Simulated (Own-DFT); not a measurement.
# What a defect does to the pressure of its cell: 2H SiC

Calculated, not measured: single-point runs of Own-DFT, a retired in-house plane-wave DFT program that no person has reviewed, on unrelaxed cells, without spin or spin-orbit coupling.

Settings: PBE; PseudoDojo norm-conserving scalar-relativistic files; cutoff 42 hartree; 4 x 4 x 3 k mesh centred on Gamma; Fermi-Dirac smearing of 0.1 eV.

Limits (not all hold for every row): some atoms lie very close together; not probed for a lower state with spin; forces on such cells passed a denser k mesh, each cell not checked; stress not checked against mesh or cutoff.

All runs share one cell, with vectors in Å (9.248, 0.000, 0.000); (-4.624, 8.009, 0.000); (0.000, 0.000, 10.068) and a volume of 745.7 Å³. The atoms are randomly displaced, by u rms on each axis. The defect's site can differ from row to row.

```
cell,formula,u (Å),P (GPa)
no defect,C36Si36,0.0305,3.93
no defect,C36Si36,0.0582,6.07
no defect,C36Si36,0.0591,6.11
one C on a Si site,C37Si35,0.0305,2.01
one C on a Si site,C37Si35,0.0505,3.67
one C on a Si site,C37Si35,0.0525,3.71
two N on a C site each,C34N2Si36,0.0313,2.98
two N on a C site each,C34N2Si36,0.0486,4.42
two N on a C site each,C34N2Si36,0.0528,4.62
one Si on a C site,C35Si37,0.0308,10.85
one Si on a C site,C35Si37,0.0507,11.69
one Si on a C site,C35Si37,0.0540,11.94
two Al on a Si site each,Al2C36Si34,0.0263,5.78
two Al on a Si site each,Al2C36Si34,0.0296,5.78
two Al on a Si site each,Al2C36Si34,0.0489,?
two Al on a Si site each,Al2C36Si34,0.0534,7.30
```

## What the rows give

P = P0 + c u² + a shift for each defect gives P0 = 3.28 GPa, c = 805 ± 52 GPa/Å² and a scatter of 0.19 GPa. The shifts, and each times the cell's volume:

- one Si on a C site: 6.49 ± 0.15 GPa, 30.2 eV
- two Al on a Si site each: 1.82 ± 0.16 GPa, 8.5 eV (4.2 eV for each of its 2 sites)
- two N on a C site each: -0.91 ± 0.16 GPa, -4.2 eV (-2.1 eV for each of its 2 sites)
- one C on a Si site: -1.82 ± 0.15 GPa, -8.5 eV

A positive shift means that the defect pushes the cell outwards. Shift times volume (160.2 GPa Å³ is 1 eV) depends little on the cell's size, so, taken for each site, it can be compared between cells at like pressure. The atoms around the defects weren't relaxed, which would change these numbers.

## Test on the hidden row

Question: what pressure belongs in the blank (two Al on a Si site each, u = 0.0489 Å)?

Estimate: 7.03 ± 0.22 GPa. The run itself gave 7.39 GPa.
